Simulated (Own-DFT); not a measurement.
# PBE and PBEsol under strain: beta-Si3N4, 112 atoms (N64Si48)

The numbers are computed, not measured, by runs of the plane-wave DFT program Own-DFT (in-house, retired, unreviewed) at fixed positions, with no spin and no spin-orbit coupling.

Known weak points: forces on such cells moved up to 12 meV/angstrom on a denser k mesh; stress not checked against mesh or cutoff.

Each geometry was run with PBE and with PBEsol, otherwise alike: PseudoDojo norm-conserving scalar-relativistic files made for PBE; cutoff 42 hartree; 2 x 2 x 4 k mesh centred on Gamma; Fermi-Dirac smearing of 0.1 eV. Unstrained cell vectors in Å: (15.212, 0.000, 0.000); (-7.606, 13.174, 0.000); (0.000, 0.000, 5.818). Each has a uniform strain, of which the change of volume is shown, and random moves of rms u per axis.

```
run,volume change (%),u (Å),P with PBE (GPa),P with PBEsol (GPa)
1,0.79,0.0463,5.79,3.39
2,-3.62,0.0490,18.87,16.40
3,-0.74,0.0504,10.28,7.86
4,-0.44,0.0515,10.77,8.36
5,-1.97,0.0544,14.87,12.42
6,-0.26,0.0479,8.95,6.53
7,-0.33,0.0508,8.99,6.57
8,0.26,0.0509,7.95,5.54
9,-1.32,0.0475,11.69,9.26
10,1.10,0.0520,6.10,3.71
11,-1.30,0.0490,11.73,9.30
12,0.93,0.0470,5.54,?
```

The question: by how much does PBEsol shrink this cell, and what belongs in the blank?

## Solution

Write v for the change of volume as a fraction. Fitted to v and u², the PBE pressure has a slope of -281 ± 10 GPa in v, with the ions held to the strained lattice. The difference PBEsol less PBE is -2.41 + 1.7 v GPa (slope ± 0.1) and averages -2.42 GPa. Divided by the mean slope of the two, 280 GPa, that makes PBEsol's volume at a given pressure, near 9 GPa, about 0.9 % smaller, or 0.29 % in lengths. At one volume PBEsol's slope is the smaller by 2 GPa, but its pressure there is lower too. If stiffness rises by about 4 GPa for each GPa, PBEsol at equal pressure is stiffer by about 8 GPa. Files made for PBEsol would give a different shift.

For run 12 the line gives 3.15 GPa. The run itself gave 3.15 GPa.
